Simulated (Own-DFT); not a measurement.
## Calculated data, GaN (wurtzite, atoms displaced)

All values are calculated (Own-DFT development build). A calculation, not a measurement: plane-wave PBE density functional theory by an unreviewed code, no spin, of a simulated periodic cell, stress positive in tension, free energy of the whole cell less one offset for each atom, forces on such cells passed a denser k mesh, this cell's mesh not checked; offsets are fitted by least squares, one for each functional and potential file, so energies compare only between cells with the same atoms and settings and are not formation energies; the far tail of each file's local potential was reset to the Coulomb form; each entry is a single point on an unrelaxed cell, so the pressure reflects the starting lattice, mostly measured values (interpolated for alloys), from which strain is counted, and rises with the displacements; printed positions are rounded, which can move forces by about a meV/angstrom; the program, named Own-DFT, is a retired in-house code; no spin-orbit coupling.

Common to all runs: functional PBE; potential files PseudoDojo norm-conserving, scalar-relativistic, standard set with the stringent files for Ga; wave cutoff 96 hartree; occupations Gaussian; smearing width 0.01 eV; k mesh 3 x 4 x 3 centred on Gamma.

(1) 
```xyz
96
Lattice="12.7560 0.0000 0.0000 -4.7835 8.2853 0.0000 0.0000 0.0000 10.3700" Properties=species:S:1:pos:R:3:force_x:R:1:force_y:R:1:force_z:R:1 formula=GaN free_energy_of_cell_above_offsets=-4.939 pressure=6.86 stress_xx=-5.96 stress_yy=-6.87 stress_zz=-7.76 stress_yz=-0.26 stress_xz=-0.07 stress_xy=-0.31
Ga     0.0008     1.8661    10.3367      0.127      -1.15     -0.386
Ga     1.5567     0.9852     2.5605      -0.02     -0.991      0.784
N     -0.0612     1.8997     1.9431      1.053     -1.122     -0.788
N      1.6268     0.9375     4.6307     -0.053     -0.505     -1.908
Ga    -0.0228     1.7869     5.1214      0.605     -0.142      1.764
Ga     1.5958     0.9976     7.8349     -0.192     -1.181     -0.663
N      0.0259     1.8579     7.1052      -0.86     -0.054      0.531
N      1.6940     0.8698     9.7628     -1.977      0.116      0.313
Ga    -1.4986     4.5746    10.3534     -1.742     -0.531      0.904
Ga     0.0765     3.6364     2.5920      -1.77       1.23      0.967
N     -1.5628     4.5986     2.0567     -0.691     -0.523     -0.962
N      0.0766     3.5682     4.5844     -0.983      1.796     -1.045
Ga    -1.6130     4.5695     5.1827      0.586     -0.227     -0.114
Ga    -0.0183     3.7210     7.8000          0     -0.608     -1.453
N     -1.6347     4.6366     7.1499      0.628     -1.187     -0.952
N      0.0045     3.6557     9.6722      1.055      0.052      1.347
Ga    -3.2446     7.2816     0.0063      1.093      0.621     -0.459
Ga    -1.6419     6.4553     2.5619      0.736     -0.326      0.074
N     -3.2184     7.3853     1.9516     -0.247      0.103      0.197
N     -1.6216     6.3853     4.5216      0.226      0.813      0.219
Ga    -3.2178     7.3594     5.1527      0.466     -0.102      0.952
Ga    -1.6297     6.3889     7.7699      0.505      1.625      0.367
N     -3.1999     7.3439     7.1466      0.213      0.804     -0.115
N     -1.6022     6.3557     9.7357      -0.35      0.786      0.041
Ga     3.1643     1.8197     0.0701      1.442     -0.068     -1.399
Ga     4.7137     0.9747     2.6746      2.012     -1.542     -1.609
N      3.2137     1.8023     1.9908     -1.361      1.614      0.087
N      4.8677     0.9366     4.5476     -1.955      -0.35      0.295
Ga     3.2230     1.8188     5.1836     -0.325      0.702       0.67
Ga     4.8321     0.8620     7.7130     -1.027      1.327      1.511
N      3.1599     1.8351     7.1526      1.254      0.464      -0.75
N      4.7090     0.8924     9.6635      1.142      0.244       1.19
Ga     1.7212     4.5390     0.0493     -2.928      1.969     -0.982
Ga     3.1928     3.7175     2.6009      0.402     -0.167      -0.33
N      1.5556     4.6331     1.9458      1.256     -1.166       0.21
N      3.1832     3.7734     4.5188      0.631       -1.2      0.197
Ga     1.5939     4.5984     5.1359     -0.724      0.485      1.088
Ga     3.2905     3.7064     7.6998     -2.036     -0.661      0.806
N      1.5317     4.6262     7.0966      1.474     -0.359      -0.05
N      3.1237     3.6985     9.7000      2.399     -1.285     -0.219
Ga     0.0141     7.2576     0.0304      -0.91      1.705     -1.027
Ga     1.5771     6.3834     2.6182     -0.261      1.821     -0.331
N     -0.0176     7.3137     1.9155      0.151      0.853       1.59
N      1.5856     6.5211     4.5610     -0.285     -1.562      -0.67
Ga    -0.0183     7.3791     5.1407     -0.432     -0.567      1.285
Ga     1.6317     6.4177     7.7561     -0.101      0.553      0.206
N      0.0434     7.3837     7.2030     -0.901     -1.488      -1.84
N      1.5415     6.4535     9.6987      1.724     -1.253      0.574
Ga     6.4049     1.8661     0.0652     -0.765     -0.546     -2.209
Ga     7.9986     0.8598     2.5592     -0.577      1.013      0.486
N      6.3267     1.8333     1.9094      0.507      0.472      1.932
N      7.9752     0.9345     4.5503      0.358     -0.472     -0.463
Ga     6.3547     1.8030     5.2122      1.878      0.351     -0.013
Ga     7.9243     0.9616     7.7414      1.157     -0.263      0.559
N      6.3872     1.8528     7.1362     -0.536      0.479     -0.214
N      8.0251     0.8681     9.6913      -0.81      0.513      0.648
Ga     4.7493     4.5932     0.0417      0.334     -0.808     -0.706
Ga     6.3965     3.7581     2.6619     -0.328     -1.616     -1.388
N      4.8369     4.6468     1.9530     -0.792     -1.226      0.404
N      6.4699     3.5907     4.5228     -2.043      0.972      0.582
Ga     4.7381     4.6445     5.2267      1.225     -0.255      -0.78
Ga     6.4848     3.6565     7.8177     -0.315      0.374     -0.353
N      4.8592     4.5440     7.1357      0.354       1.17     -0.221
N      6.3655     3.7769     9.7176      0.558     -1.236      0.783
Ga     3.2055     7.3404     0.0084     -0.139      -0.34     -0.977
Ga     4.7784     6.4130     2.5860      0.202      1.041     -0.973
N      3.2011     7.3271     1.9365     -0.403     -0.333      0.341
N      4.8204     6.4763     4.4450      -1.07     -1.099      1.783
Ga     3.1843     7.3256     5.1195      0.625      1.531      1.355
Ga     4.8985     6.4375     7.8070     -2.058     -0.137      0.527
N      3.1682     7.4603     7.1740      1.042     -2.228     -1.059
N      4.8709     6.3420     9.7869     -1.136      1.648      -0.58
Ga     9.5487     1.8095     0.0219      0.566      0.529      -1.32
Ga    11.1871     0.9210     2.5712     -1.108      0.158       0.15
N      9.5583     1.8966     1.9136      0.047     -0.528      0.987
N     11.1580     0.9551     4.5113     -0.062      -1.09      0.029
Ga     9.6275     1.8988     5.1413     -1.138     -2.423      1.244
Ga    11.1652     0.9213     7.8743     -0.137      0.649     -5.012
N      9.5231     1.8654     7.1327      0.927     -0.695     -0.592
N     11.2144     0.7926     9.5902     -0.175      1.325      5.629
Ga     7.9949     4.6583     0.0415      0.301     -1.166     -1.747
Ga     9.4260     3.7503     2.6674      3.242     -1.602     -0.739
N      7.9967     4.6166     1.9316     -1.301     -0.066      0.197
N      9.4984     3.6162     4.5770      0.774      2.275     -0.602
Ga     7.9257     4.5544     5.1523      0.712      1.146      1.072
Ga     9.5305     3.6733     7.6695      1.093     -0.247      1.499
N      8.0534     4.6364     7.0986     -1.815     -0.317     -0.291
N      9.5792     3.6427     9.6424     -0.108      0.443      1.114
Ga     6.4200     7.3461     0.0346     -1.093      0.095      0.568
Ga     8.0139     6.3523     2.6009     -0.651       2.39      0.468
N      6.3819     7.3598     2.0383      0.491      -0.17     -1.083
N      7.9449     6.4607     4.5565      0.069     -0.892     -0.328
Ga     6.3244     7.3233     5.1560      0.937      1.362      0.939
Ga     7.9981     6.4156     7.7594     -0.113      0.717      0.166
N      6.3809     7.3465     7.2051       0.75      0.462     -1.779
N      7.9021     6.4575     9.7275      1.478     -0.724     -0.153
```

Units: free_energy_of_cell_above_offsets in eV; pressure, stress_xx, stress_yy, stress_zz, stress_yz, stress_xz, stress_xy in GPa; force_x, force_y, force_z in eV/Å.

(2) 
```xyz
96
Lattice="12.7560 0.0000 0.0000 -4.7835 8.2853 0.0000 0.0000 0.0000 10.3700" Properties=species:S:1:pos:R:3:force_x:R:1:force_y:R:1:force_z:R:1 formula=GaN free_energy_of_cell_above_offsets=-4.118 pressure=7.28 stress_xx=-9.21 stress_yy=-6.26 stress_zz=-6.38 stress_yz=-0.01 stress_xz=0.79 stress_xy=-0.32
Ga    -0.0148     1.8283    10.3676     -1.145      1.032     -0.139
Ga     1.6193     0.9633     2.4961     -0.202     -1.516      1.103
N      0.0493     1.8678     1.9527     -1.167     -0.437     -0.444
N      1.6562     0.9510     4.5622     -0.846     -1.826     -1.438
Ga     0.0925     1.7941     5.1045     -1.706      1.036      1.234
Ga     1.6250     0.8654     7.8655     -0.642      1.155      -0.78
N      0.0078     1.8557     7.1603      0.367     -1.514     -0.528
N      1.5278     0.9467     9.8478      1.465     -0.876     -1.275
Ga    -1.5354     4.5403    10.3026     -2.195      1.212      1.067
Ga    -0.0602     3.6208     2.6391      1.219      1.677     -0.209
N     -1.6235     4.6434     2.0147      1.198     -0.964     -1.617
N      0.0402     3.7414     4.5630      0.054     -1.125       0.06
Ga    -1.5518     4.6541     5.1894      -0.49     -1.794       -0.3
Ga    -0.0160     3.6369     7.7132       0.42      0.887      0.164
N     -1.5965     4.5446     7.0741      0.513      1.421      0.864
N     -0.0180     3.7537     9.6460      0.681     -1.636      0.658
Ga    -3.2240     7.3512    10.3265      0.547     -0.296      1.105
Ga    -1.5362     6.4166     2.6438     -1.282      0.322     -0.671
N     -3.1917     7.2901     1.9729       0.44      0.881     -0.314
N     -1.5191     6.3884     4.5504     -2.194      0.926     -0.028
Ga    -3.2276     7.3322     5.1703      1.223      0.651     -0.215
Ga    -1.5296     6.5346     7.7613     -1.724     -2.166     -0.152
N     -3.1754     7.3422     7.1154     -0.277      0.118       0.29
N     -1.5755     6.4986     9.6516     -0.709     -0.708      1.191
Ga     3.2373     1.8454    10.3597     -1.645      1.174      0.533
Ga     4.7021     0.8780     2.5084      0.774      0.704      1.608
N      3.1421     1.8931     1.9609      0.969     -0.371     -0.575
N      4.8077     0.8721     4.5507     -0.583      0.933      -0.24
Ga     3.1366     1.8442     5.1877      2.377      -0.16     -0.089
Ga     4.7856     0.9735     7.8657     -0.039     -0.096     -2.262
N      3.1360     1.8818     7.1091      0.495     -1.342      1.063
N      4.7565     0.9704     9.7566      0.191     -1.325     -0.154
Ga     1.5548     4.5920     0.0269       0.84     -0.063     -0.445
Ga     3.2500     3.7180     2.5864     -1.287     -0.636      1.028
N      1.7045     4.6328     1.9435     -1.778     -0.219      0.455
N      3.2265     3.6757     4.5971     -0.175      0.216     -0.842
Ga     1.6427     4.5684     5.2706     -0.242      0.768     -1.067
Ga     3.2093     3.6985     7.6537      -0.07      0.292      1.961
N      1.5814     4.6184     7.1873     -0.027      0.017     -0.259
N      3.1623     3.6833     9.7456      0.103      -0.08     -0.526
Ga     0.0137     7.3711    10.2864      0.071     -0.239       1.22
Ga     1.5274     6.4677     2.5801      2.211     -0.307      0.861
N     -0.0188     7.3254     2.0343     -0.493       0.53     -2.112
N      1.5941     6.4518     4.6211     -0.547     -1.065     -0.878
Ga    -0.0521     7.3205     5.1185      1.706      1.414      1.345
Ga     1.5759     6.4829     7.7262      0.196      -0.68      0.823
N     -0.0305     7.3148     7.1753      1.325      2.184     -1.123
N      1.6131     6.4321     9.7355     -1.187     -0.107     -0.719
Ga     6.3331     1.8575    10.3102      1.578      0.582      0.913
Ga     7.9322     1.0576     2.5724     -0.076     -1.849      0.928
N      6.2981     1.7668     1.8990      0.076      1.526      0.625
N      7.9417     0.9571     4.6519      1.415     -0.631     -1.509
Ga     6.4376     1.8585     5.1921     -1.823     -0.307        0.4
Ga     7.9742     0.9147     7.7901      0.125      0.757      0.776
N      6.4278     1.8312     7.1675     -1.186      -0.04     -0.086
N      7.9826     0.9633     9.7636     -0.803     -1.135       -0.5
Ga     4.7548     4.5724     0.1037      0.366      0.233     -3.343
Ga     6.4019     3.7518     2.6590      -0.44     -2.006     -0.686
N      4.7954     4.5212     1.9238      0.785      1.234      1.974
N      6.2887     3.7589     4.6403      3.582     -1.862     -1.786
Ga     4.8402     4.5996     5.1382     -3.121      1.591      2.405
Ga     6.5069     3.6568     7.7412     -3.494     -0.399      1.787
N      4.7840     4.5896     7.1560      0.928      0.984     -0.481
N      6.3865     3.6894     9.7734     -0.184      0.757     -0.345
Ga     3.1259     7.3022    10.3660      1.029      1.906      1.178
Ga     4.7787     6.3617     2.6156     -0.628       1.82     -0.969
N      3.1770     7.4364     1.9783      0.044     -0.903      0.083
N      4.7524     6.4632     4.5197     -0.016     -0.473      0.632
Ga     3.1325     7.2893     5.2456      0.595      1.698     -1.193
Ga     4.7258     6.5522     7.8232     -0.165     -1.925     -0.235
N      3.1256     7.4484     7.1292      0.525     -1.468      0.582
N      4.7457     6.5130     9.7472      0.441     -1.197      0.421
Ga     9.5745     1.8230    10.3663     -0.848     -0.032      0.753
Ga    11.1798     0.8875     2.5409     -0.398       0.57      0.791
N      9.5647     1.8275     1.9946      0.817       0.32     -0.894
N     11.1632     0.9812     4.5078      0.576     -0.958      0.451
Ga     9.5919     1.8768     5.2465     -0.361      -0.48     -0.828
Ga    11.1557     0.9658     7.8463      0.101     -0.545     -2.074
N      9.5472     1.7598     7.1336       0.79       1.37      0.709
N     11.0977     0.9047     9.6861       1.41     -0.277      1.933
Ga     8.0234     4.7006     0.0195     -1.173     -3.082      0.762
Ga     9.6611     3.6450     2.6354     -1.134     -0.169     -1.203
N      7.9850     4.5145     1.9962      0.565      0.915      -0.18
N      9.6129     3.6517     4.4799     -0.577      0.999      2.191
Ga     7.9489     4.6661     5.1203      0.887     -2.713      1.667
Ga     9.6272     3.7599     7.7734     -0.374     -2.102      0.689
N      7.9983     4.5030     7.2998      1.428      2.831     -2.987
N      9.4532     3.6251     9.7567      2.328      1.112     -0.419
Ga     6.4169     7.2805    10.3393     -1.418      1.221      1.138
Ga     8.0213     6.3555     2.6592     -0.455      0.701     -1.655
N      6.4034     7.3758     2.0348       0.24     -1.747     -1.236
N      8.0244     6.3684     4.5231     -0.992      2.204      1.057
Ga     6.2793     7.3814     5.2035      0.938      0.603     -0.134
Ga     7.9884     6.4333     7.7530     -0.547      -0.61      -0.01
N      6.3409     7.3003     7.1780      0.901      1.077      -0.61
N      7.9392     6.3842     9.7197      1.003      1.903     -0.711
```

Units: free_energy_of_cell_above_offsets in eV; pressure, stress_xx, stress_yy, stress_zz, stress_yz, stress_xz, stress_xy in GPa; force_x, force_y, force_z in eV/Å.
